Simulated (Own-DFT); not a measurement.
# How strain changes the stress of C40 NbSi2, 36 atoms (Nb12Si24)

These are calculations, not measurements. They come from Own-DFT, an in-house plane-wave density functional program, since retired, whose code no person has reviewed. Each row is one single-point run on a periodic cell that was not relaxed, without spin or spin-orbit coupling.

Settings of every run: PBE; PseudoDojo norm-conserving scalar-relativistic files; cutoff 42 hartree; 4 x 4 x 5 k mesh centred on Gamma; cold (Marzari-Vanderbilt) smearing of 0.2 eV.

Known limits: forces on such cells failed a check on a denser k mesh; stress not checked against mesh or cutoff.

Unstrained cell vectors in Å: (0.000, 8.324, 0.000); (-9.613, 0.000, 0.000); (0.000, 0.000, 6.586). The unstrained cell was taken from the Materials Project. The random moves and any unrelaxed bonds add to the pressure at no strain. Each run strains this cell uniformly, with the atoms carried along. Every atom was also moved at random, by a Gaussian of width 0.05 Å on each axis. Strain is the symmetric tensor, in per cent. Stress is positive in tension, and the pressure is minus a third of its trace.

| run | e_xx (%) | e_yy (%) | e_zz (%) | e_yz (%) | e_xz (%) | e_xy (%) | s_xx (GPa) | s_yy (GPa) | s_zz (GPa) | s_yz (GPa) | s_xz (GPa) | s_xy (GPa) | P (GPa) | E (meV/atom) |
|---|---|---|---|---|---|---|---|---|---|---|---|---|---|---|
| 1 | -1.24 | -0.08 | 1.22 | 0.04 | 0.37 | 0.68 | -5.26 | -2.75 | 0.45 | 0.04 | 2.08 | 2.11 | 2.52 | 1.5 |
| 2 | -1.54 | -0.39 | 1.00 | 1.41 | -1.21 | 0.54 | -7.85 | -3.84 | -1.84 | 4.21 | -3.85 | 1.19 | 4.51 | 22.9 |
| 3 | -0.97 | -1.26 | -1.81 | -1.02 | 0.10 | 0.36 | -8.75 | -9.25 | -14.83 | -3.50 | 0.38 | 1.73 | 10.95 | 23.4 |
| 4 | -0.54 | -0.86 | -1.82 | 1.49 | 1.99 | -0.51 | -7.91 | -7.31 | -14.63 | 4.90 | 6.74 | -1.74 | 9.95 | 43.1 |
| 5 | 0.83 | -1.68 | -0.73 | -1.96 | 0.09 | 0.36 | -0.86 | -9.58 | -8.54 | -6.95 | -0.19 | 0.72 | 6.33 | 25.9 |
| 6 | 1.93 | -1.59 | -0.96 | -1.62 | -0.37 | -0.18 | 2.29 | -7.68 | -8.06 | -5.05 | -0.81 | -1.04 | 4.48 | 15.7 |
| 7 | 1.22 | -0.91 | -0.37 | 0.13 | 0.31 | 1.37 | 1.15 | -5.28 | -5.21 | 0.47 | 1.35 | 3.86 | 3.11 | 6.5 |
| 8 | -0.73 | 0.58 | 0.44 | -1.73 | -0.15 | 1.34 | -4.72 | -0.65 | -2.15 | -5.06 | -0.98 | 3.71 | 2.51 | 15.3 |
| 9 | -0.33 | 1.71 | -0.26 | 0.23 | -1.78 | 0.84 | -3.08 | 3.13 | -4.09 | 0.86 | -6.08 | 2.48 | 1.35 | 13.8 |
| 10 | -1.13 | -1.97 | -1.89 | 0.40 | 1.46 | -1.33 | -10.42 | -12.00 | -15.72 | 1.68 | 5.23 | -4.34 | 12.71 | 23.2 |
| 11 | -1.80 | 1.53 | -0.36 | -1.92 | 1.65 | 0.28 | -8.45 | 1.46 | -6.06 | -5.99 | 5.64 | 0.94 | 4.35 | 20.4 |
| 12 | -0.99 | -1.63 | -1.17 | -1.63 | 1.22 | 0.54 | -9.25 | -10.49 | -12.77 | -5.50 | 4.21 | 1.70 | 10.84 | 41.1 |
| 13 | 0.43 | 1.19 | 0.75 | 1.99 | -0.18 | -0.26 | 0.78 | 2.45 | 0.97 | 6.30 | -0.15 | -0.87 | -1.40 | 0.0 |
| 14 | -1.74 | 1.45 | 1.49 | 1.76 | -1.90 | -1.93 | -7.23 | 2.53 | 2.09 | 4.43 | -5.70 | -5.82 | 0.87 | 24.0 |
| 15 | 0.80 | 1.36 | -0.85 | -0.18 | -0.22 | 1.67 | 0.06 | 1.97 | -6.10 | 0.10 | -0.63 | 4.53 | 1.36 | 15.9 |
| 16 | 0.65 | -0.67 | -1.96 | 0.72 | 0.82 | -0.17 | ? | ? | ? | ? | ? | ? | ? | ? |

E is the free energy for each atom above the lowest run shown.

## Worked fit

Each stress component was fitted by least squares to a constant and the strains of the runs shown, as fractions, with shears doubled. Shear strains stay in the fit of a normal stress only where such slopes are resolved. The slopes, in GPa:

| stress | at no strain | per e_xx | per e_yy | per e_zz | scatter |
|---|---|---|---|---|---|
| s_xx | -2.6 | 381 ± 11 | 61 ± 11 | 120 ± 14 | 0.47 |
| s_yy | -2.7 | 62 ± 8 | 363 ± 8 | 81 ± 9 | 0.32 |
| s_zz | -4.2 | 110 ± 8 | 98 ± 8 | 470 ± 10 | 0.33 |

Each shear stress against twice its own strain: yz 163 ± 5, xz 172 ± 6, xy 150 ± 6 GPa. These are stiffnesses along x, y and z of the frame in which the cell vectors are given, which need not be the crystal's axes. The atoms are held to the strained lattice; where symmetry lets them move under strain, relaxing them would lower some slopes. The table should be nearly symmetric about its diagonal, and what it lacks of that shows the noise. A ninth of its sum, 194 ± 5 GPa, estimates the bulk modulus near the mean pressure of these runs, 5.0 GPa, so it lies above the value at zero pressure.

## Withheld run

Question: what normal stresses and pressure should run 16 give?

The fit gives s_xx = -2.9, s_yy = -6.3, s_zz = -13.3 and P = 7.5 GPa. The calculation gave -1.88, -5.17, -13.19 and P = 6.75 GPa.
